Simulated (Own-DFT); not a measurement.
# Computed records: Si₃N₄ (beta silicon nitride, strained, atoms displaced)

Computed with Own-DFT development build. A calculation, not a measurement: plane-wave PBE density functional theory by an unreviewed code, no spin, of a simulated periodic cell, stress positive in tension, free energy of the whole cell less one offset for each atom, forces on such cells moved up to 12 meV/angstrom on a denser k mesh; offsets are fitted by least squares, one for each functional and potential file, so energies compare only between cells with the same atoms and settings and are not formation energies; the far tail of each file's local potential was reset to the Coulomb form; each entry is a single point on an unrelaxed cell, so the pressure reflects the starting lattice, mostly measured values (interpolated for alloys), from which strain is counted, and rises with the displacements; printed positions are rounded, which can move forces by about a meV/angstrom; the program, named Own-DFT, is a retired in-house code; no spin-orbit coupling; before rounding, a Quantum ESPRESSO 7.3.1 run of the same cell and cutoff gave forces within 1 meV/angstrom rms on each cell, which checks the program and not the settings.

Settings shared by all entries: functional PBE; potential files PseudoDojo norm-conserving, scalar-relativistic, standard set; wave cutoff 42 hartree; occupations Fermi-Dirac; smearing width 0.1 eV; k mesh 2 x 2 x 4 centred on Gamma.

(1) Si₃N₄ (beta silicon nitride, strained, atoms displaced)

```
CELL_PARAMETERS angstrom
15.23130 -0.15600 -0.18900
-7.75070 13.04990 0.34060
-0.07230 0.10870 5.86550
ATOMIC_POSITIONS crystal
Si 0.08634 0.38093 0.12663
Si 0.11692 0.20306 0.13722
Si 0.30171 0.41840 0.12023
Si 0.41532 0.11555 0.38260
Si 0.38272 0.30043 0.39516
Si 0.20158 0.08475 0.37551
N 0.16708 0.00898 0.12821
N 0.48954 0.15584 0.13427
N 0.35084 0.33097 0.10693
N 0.33190 0.48681 0.36526
N 0.01529 0.34270 0.37851
N 0.14906 0.16600 0.37445
N 0.17198 0.33204 0.13672
N 0.33747 0.16523 0.37209
Si 0.08655 0.38256 0.62993
Si 0.12184 0.20593 0.62671
Si 0.30197 0.41532 0.63156
Si 0.41826 0.11870 0.88571
Si 0.38276 0.29629 0.86929
Si 0.21170 0.08827 0.87736
N 0.16773 0.01472 0.62769
N 0.48305 0.14898 0.64139
N 0.35038 0.33049 0.64454
N 0.33009 0.48628 0.87833
N 0.01198 0.34785 0.87500
N 0.15459 0.16415 0.87974
N 0.16594 0.33389 0.62086
N 0.33747 0.16576 0.88516
Si 0.08673 0.88369 0.11228
Si 0.11454 0.70502 0.12560
Si 0.30273 0.91882 0.11243
Si 0.41630 0.61715 0.35379
Si 0.38368 0.80251 0.35282
Si 0.20399 0.58926 0.37727
N 0.16626 0.51823 0.11593
N 0.48253 0.65148 0.14125
N 0.35518 0.83840 0.12005
N 0.33193 0.98536 0.35022
N 0.01552 0.85047 0.36527
N 0.14650 0.66659 0.37791
N 0.17279 0.83838 0.12802
N 0.33001 0.66578 0.36744
Si 0.08766 0.88669 0.61191
Si 0.12003 0.70647 0.63489
Si 0.29474 0.91592 0.61499
Si 0.41339 0.61406 0.86756
Si 0.37982 0.79478 0.87157
Si 0.20326 0.58693 0.87311
N 0.16076 0.51447 0.62836
N 0.48392 0.64661 0.64067
N 0.35270 0.83071 0.61340
N 0.33608 0.98780 0.87324
N 0.01819 0.85010 0.88640
N 0.15309 0.66378 0.86445
N 0.16558 0.83077 0.62280
N 0.33154 0.66668 0.87370
Si 0.59853 0.39426 0.11449
Si 0.61445 0.20053 0.12816
Si 0.79508 0.40780 0.12640
Si 0.91216 0.11767 0.37477
Si 0.88729 0.30259 0.36274
Si 0.70260 0.09169 0.37050
N 0.66598 0.01984 0.12789
N 0.98077 0.14298 0.14044
N 0.85119 0.33357 0.13717
N 0.83670 0.48374 0.37019
N 0.52232 0.35174 0.39574
N 0.64679 0.16670 0.38076
N 0.66947 0.33552 0.11957
N 0.84109 0.17747 0.39076
Si 0.58617 0.39358 0.62036
Si 0.60664 0.20188 0.62873
Si 0.79703 0.40924 0.62144
Si 0.91154 0.11584 0.89403
Si 0.89031 0.30627 0.88346
Si 0.69592 0.08333 0.86530
N 0.66696 0.01219 0.61831
N 0.99397 0.15611 0.63802
N 0.85198 0.33656 0.61838
N 0.83584 0.48943 0.86528
N 0.51678 0.34737 0.87595
N 0.64844 0.16350 0.86526
N 0.66334 0.33281 0.61351
N 0.84095 0.16969 0.88934
Si 0.58888 0.89312 0.12882
Si 0.61555 0.70489 0.11816
Si 0.79860 0.91670 0.12308
Si 0.91324 0.61496 0.36761
Si 0.89023 0.79576 0.37973
Si 0.69609 0.58645 0.37598
N 0.66461 0.51106 0.12970
N 0.98077 0.65474 0.13311
N 0.84957 0.83062 0.11836
N 0.83326 0.98357 0.37284
N 0.52270 0.85217 0.37326
N 0.65332 0.66624 0.36567
N 0.66517 0.83266 0.10105
N 0.82978 0.66703 0.35386
Si 0.58254 0.87834 0.62984
Si 0.61533 0.70228 0.62453
Si 0.79716 0.91522 0.61689
Si 0.92141 0.62310 0.86153
Si 0.88291 0.79615 0.87964
Si 0.70197 0.58578 0.86807
N 0.66201 0.52067 0.62112
N 0.98342 0.65162 0.61601
N 0.85635 0.83751 0.62075
N 0.82614 0.98564 0.87030
N 0.51948 0.85783 0.85553
N 0.64768 0.66487 0.87864
N 0.66671 0.83133 0.61617
N 0.83447 0.66977 0.86185
```

* free energy of cell above offsets: -6.064 eV
* pressure: 9.95 GPa
* stress xx: -6.64 GPa
* stress yy: -15.13 GPa
* stress zz: -8.07 GPa
* stress yz: 7.31 GPa
* stress xz: -3.27 GPa
* stress xy: -4.33 GPa

Force:
```tsv
element	x (eV/Å)	y (eV/Å)	z (eV/Å)
Si	1.062	0.78	0.395
Si	-0.522	-1.025	-3.443
Si	0.658	-3.443	1.646
Si	-0.576	0.883	-0.559
Si	3.235	-1.431	-3.951
Si	0.544	0.874	-1.321
N	-0.182	3.709	0.378
N	-1.412	-1.407	-0.184
N	-1.625	2.191	3.844
N	1.314	-0.995	1.482
N	0.503	1.523	-0.661
N	2.737	-1.417	2.395
N	-2.322	1.099	-0.73
N	-2.189	1.142	0.826
Si	-0.158	-0.501	-0.638
Si	-0.348	-1.414	0.728
Si	-2.029	-0.596	-1.007
Si	-1.283	0.317	0.689
Si	4.664	-1.722	5.732
Si	-2.794	-1.277	0.602
N	0.175	0.843	0.416
N	-1.573	-1.275	-2.194
N	-4.077	3.046	-5.586
N	0.716	-0.098	-2.298
N	3.62	1.859	0.946
N	-0.09	0.201	0.63
N	2.133	1.65	0.657
N	0.796	0.882	-0.544
Si	2.159	-0.847	3.213
Si	0.539	-0.039	-0.154
Si	-0.491	-2.606	0.99
Si	-5.285	-0.475	8.082
Si	3.813	-2.587	5.414
Si	-2.128	-0.956	-0.931
N	-0.331	-2.151	2.88
N	3.835	1.491	-7.924
N	-2.235	1.697	-4.044
N	0.912	0.776	3.122
N	2.301	0.991	0.65
N	1.252	-0.77	0.137
N	-0.808	-1.584	-0.7
N	2.73	1.869	-0.129
Si	-0.056	-1.958	2.089
Si	-1.034	-2.487	-3.39
Si	2.081	-0.885	0.05
Si	-2.355	2.004	2.817
Si	1.946	1.154	-0.731
Si	-0.241	-0.515	-1.173
N	0.41	0.216	-0.176
N	0.607	0.221	-4.221
N	-3.087	2.392	-0.523
N	0.372	0.12	-2.922
N	-1.606	-1.082	-4.904
N	-1.652	1.027	3.185
N	-1.053	2.979	0.201
N	2.355	-0.349	-0.078
Si	-2.04	-9.075	1.216
Si	1.479	1.616	-1.432
Si	1.08	3.611	-0.737
Si	-0.032	0.874	3.634
Si	2.123	-0.534	6.158
Si	1.319	0.635	1.521
N	-0.176	1.108	-0.038
N	2.438	1.418	-1.564
N	-2.488	1.9	-5.322
N	-0.059	-0.545	-0.552
N	-4.309	-1.56	-5.865
N	0.487	-0.745	0.49
N	-0.872	-1.944	-0.221
N	-1.216	-4.385	-0.683
Si	3.578	-2.336	4.11
Si	3.819	1.917	-1.067
Si	-1.163	1.122	0.502
Si	1.43	0.52	-3.111
Si	-2.372	-3.787	-1.506
Si	2.958	1.764	-0.521
N	-0.412	1.091	0.289
N	-2.807	-2.069	-0.515
N	0.802	-0.007	0.8
N	0.528	-1.74	0.706
N	-0.204	0.935	0.012
N	-0.867	0.26	1.921
N	-0.096	1.297	0.731
N	-4.187	0.411	-0.208
Si	1.901	-3.092	-2.129
Si	0.625	0.013	0.354
Si	0.778	-2.649	-0.507
Si	-2.982	-0.361	1.529
Si	-3.996	0.025	-0.891
Si	2.996	1.272	-2.577
N	-0.08	7.831	-0.235
N	3.006	1.045	-3.824
N	-1.438	1.969	1.399
N	-0.225	1.538	-1.341
N	-3.327	-1.504	-0.499
N	-3.136	0.993	1.24
N	-0.997	1.908	1.122
N	1.496	-1.876	0.983
Si	3.681	1.772	-3.396
Si	0.932	-0.136	-0.896
Si	1.032	-1.581	2.187
Si	-3.296	-1.379	1.968
Si	0.318	1.353	-0.569
Si	0.343	2.025	1.482
N	0.141	-0.221	1.827
N	2.134	1.256	-0.262
N	-1.033	0.863	-0.059
N	1.018	0.009	-0.667
N	-3.41	-1.65	6.106
N	0.868	-1.228	-0.103
N	-0.689	0.149	-0.025
N	0.672	-2.135	-0.049
```

(2) Si₃N₄ (beta silicon nitride, strained, atoms displaced)

```
CELL_PARAMETERS angstrom
15.37740 -0.11670 -0.29430
-7.78980 13.32520 -0.10980
-0.11260 -0.11350 5.86890
ATOMIC_POSITIONS crystal
Si 0.08141 0.38171 0.13764
Si 0.11058 0.20249 0.14052
Si 0.29223 0.40812 0.12096
Si 0.41112 0.11312 0.37827
Si 0.38612 0.29624 0.38432
Si 0.20831 0.08627 0.36506
N 0.16225 0.00971 0.12342
N 0.48323 0.15476 0.11858
N 0.35104 0.33334 0.13241
N 0.33450 0.48709 0.37599
N 0.00809 0.34684 0.36669
N 0.14996 0.16436 0.37076
N 0.17252 0.34200 0.13966
N 0.32958 0.16299 0.37765
Si 0.08341 0.37530 0.62163
Si 0.11494 0.20064 0.62853
Si 0.29239 0.40810 0.62025
Si 0.41056 0.11705 0.86859
Si 0.38976 0.30091 0.87182
Si 0.19690 0.08504 0.86849
N 0.16170 0.00609 0.61563
N 0.48424 0.15249 0.61728
N 0.35241 0.33199 0.61558
N 0.33273 0.48483 0.87721
N 0.00865 0.34337 0.87160
N 0.14975 0.16777 0.87481
N 0.16844 0.33400 0.62484
N 0.33300 0.16300 0.86871
Si 0.09188 0.88726 0.11150
Si 0.12095 0.70455 0.12114
Si 0.29697 0.91061 0.11343
Si 0.40956 0.61181 0.37114
Si 0.38545 0.79819 0.36512
Si 0.19727 0.58891 0.36511
N 0.16047 0.51546 0.12072
N 0.48639 0.64808 0.13391
N 0.35434 0.83879 0.12588
N 0.33236 0.98232 0.37674
N 0.01827 0.85590 0.38213
N 0.15323 0.66397 0.38273
N 0.16722 0.83677 0.10523
N 0.32927 0.65961 0.39354
Si 0.08957 0.88720 0.63753
Si 0.11463 0.69518 0.62529
Si 0.29517 0.91491 0.61869
Si 0.41790 0.61956 0.87265
Si 0.38785 0.80200 0.88008
Si 0.20361 0.59025 0.88753
N 0.16488 0.51679 0.64429
N 0.48767 0.65762 0.60286
N 0.34873 0.83449 0.61316
N 0.33120 0.98378 0.87239
N 0.01025 0.85094 0.86245
N 0.14374 0.66516 0.87993
N 0.16613 0.83169 0.61686
N 0.33530 0.66994 0.87291
Si 0.58725 0.38761 0.12672
Si 0.61825 0.19663 0.11543
Si 0.79451 0.40872 0.13169
Si 0.90913 0.11545 0.37631
Si 0.87813 0.29442 0.36108
Si 0.69762 0.08596 0.36553
N 0.67074 0.01632 0.12367
N 0.98246 0.14815 0.12026
N 0.84825 0.33174 0.11933
N 0.83078 0.48482 0.37905
N 0.51591 0.34945 0.37387
N 0.65152 0.16879 0.36289
N 0.66901 0.33829 0.13318
N 0.83614 0.16793 0.37425
Si 0.58583 0.38497 0.62729
Si 0.61507 0.20128 0.62046
Si 0.80066 0.41571 0.62398
Si 0.91075 0.11246 0.86961
Si 0.88207 0.29824 0.86366
Si 0.70047 0.08905 0.87139
N 0.66215 0.01350 0.63330
N 0.98555 0.14757 0.62984
N 0.85049 0.33752 0.63083
N 0.83401 0.48431 0.85672
N 0.52068 0.34884 0.87642
N 0.64534 0.15792 0.89655
N 0.66657 0.33283 0.61843
N 0.83511 0.16625 0.88443
Si 0.58543 0.88334 0.14074
Si 0.61371 0.70048 0.12694
Si 0.80100 0.91861 0.12396
Si 0.91797 0.61593 0.37167
Si 0.88085 0.79893 0.38388
Si 0.69965 0.58732 0.35857
N 0.66736 0.51846 0.11698
N 0.98223 0.64948 0.12593
N 0.85295 0.83943 0.12846
N 0.83453 0.98739 0.37571
N 0.51650 0.84692 0.36634
N 0.64821 0.66418 0.38130
N 0.66308 0.83099 0.11268
N 0.82909 0.66379 0.37697
Si 0.59160 0.88506 0.62662
Si 0.61495 0.69630 0.62856
Si 0.81147 0.91971 0.62816
Si 0.91067 0.61691 0.88919
Si 0.88675 0.80306 0.87925
Si 0.70185 0.59311 0.89335
N 0.66196 0.51387 0.61723
N 0.98221 0.64851 0.61912
N 0.85566 0.84693 0.62976
N 0.83859 0.98737 0.86260
N 0.52023 0.85207 0.86363
N 0.65725 0.67835 0.88381
N 0.66274 0.83365 0.61534
N 0.83299 0.66307 0.87039
```

* free energy of cell above offsets: -7.918 eV
* pressure: 1.67 GPa
* stress xx: -2.04 GPa
* stress yy: -0.6 GPa
* stress zz: -2.37 GPa
* stress yz: -6.29 GPa
* stress xz: -4.88 GPa
* stress xy: -1.74 GPa

Force:
```tsv
element	x (eV/Å)	y (eV/Å)	z (eV/Å)
Si	1.026	0.992	-2.783
Si	1.287	1.168	-2.184
Si	3.969	3.596	0.207
Si	-0.608	0.233	-3.051
Si	0.366	-0.72	-2.871
Si	-3.616	-1.91	1.626
N	0.095	3.999	-1.737
N	1.314	-0.53	1.487
N	-0.117	0.276	-1.585
N	0.293	-3.295	0.153
N	1.343	0.402	1.072
N	0.552	-0.6	1.679
N	-4.585	-4.808	-0.01
N	2.817	1.957	-0.113
Si	-1.215	3.002	1.739
Si	0.238	0.303	-1.021
Si	2.368	3.196	-0.22
Si	1.039	-0.86	0.166
Si	-0.607	-1.687	1.254
Si	1.435	0.224	0.169
N	0.344	6.669	0.643
N	1.012	-0.188	2.223
N	-1.9	1.327	2.333
N	0.733	-0.375	-0.6
N	2.268	0.944	-0.036
N	0.443	-0.699	1.599
N	-1.59	-2.731	-0.013
N	-2.544	1.615	-0.011
Si	-2.734	-3.34	2.653
Si	-2.938	0.837	2.05
Si	-0.321	1.398	0.67
Si	-0.837	1.087	-0.76
Si	0.702	-1.942	2.752
Si	4.231	-2.829	3.348
N	-0.468	-0.799	0.641
N	-1.001	-0.525	-1.103
N	-0.743	0.073	-1.184
N	0.198	0.841	-1.431
N	-0.997	-1.199	-2.041
N	-3.24	2.105	-1.619
N	1.105	-2.127	0.549
N	-0.427	2.46	-1.702
Si	-0.024	-4.906	-2.523
Si	-2.712	2.85	-0.371
Si	0.807	-2.185	0.029
Si	-1.353	-0.529	-1.069
Si	1.047	-0.505	-2.967
Si	0.454	-0.304	-1.244
N	-0.74	-1.842	-3.068
N	0.472	-1.127	4.383
N	0.07	0.564	0.967
N	0.683	0.791	0.202
N	2.755	1.039	1.337
N	2.916	-1.384	-0.017
N	-0.303	-1.07	0.36
N	0.061	0.285	1.013
Si	2.021	-0.944	1.346
Si	-6.354	4.409	3.295
Si	0.356	1.891	-1.848
Si	1.366	0.76	-0.638
Si	0.514	-0.224	2.41
Si	1.939	0.345	2.358
N	-0.799	-0.918	-0.617
N	-0.18	0.06	1.925
N	-1.288	0.849	-0.964
N	1.146	0.274	-1.123
N	-0.505	-0.158	-0.86
N	1.207	-1.501	3.021
N	-0.802	-2.677	-0.62
N	-2.509	-0.503	0.364
Si	2.314	0.436	-0.148
Si	-0.633	1.658	0.356
Si	-1.629	-1.63	-1.919
Si	-0.469	2.487	-0.163
Si	1.153	-1.85	1.751
Si	2.979	-1.279	1.547
N	-0.379	2.005	-2.722
N	-0.702	0.121	-0.566
N	-0.088	-0.551	-3.27
N	0.311	1.5	5.155
N	-2.146	-0.454	-1.15
N	0.75	0.01	-6.358
N	0.262	-0.747	0.521
N	-1.711	0.133	-0.893
Si	2.303	0.314	-3.924
Si	-0.566	2.603	1.535
Si	-1.529	-2.4	-1.093
Si	-3.625	-0.445	-0.045
Si	2.93	-0.622	-0.894
Si	0.85	0.27	4.603
N	-0.975	-1.745	-0.045
N	2.886	1.168	1.606
N	-0.457	0.318	-0.383
N	0.445	-0.134	0.251
N	-1.821	-0.035	1.531
N	0.865	-0.378	-1.145
N	1.271	1.307	0.779
N	0.809	1.784	-0.297
Si	-0.799	-1.076	-0.044
Si	-2.127	3.965	-1.235
Si	-6.63	-0.914	-2.878
Si	0.254	-1.727	-4.275
Si	-1.042	-2.289	0.077
Si	1.45	-0.503	-4.459
N	-0.715	1.567	0.968
N	1.882	0.673	2.873
N	3.67	-3.594	-0.159
N	-0.187	-0.27	3.663
N	-1.898	-0.409	2.029
N	1.617	-2.513	0.056
N	4.552	-0.579	0.185
N	-2.361	2.943	0.559
```
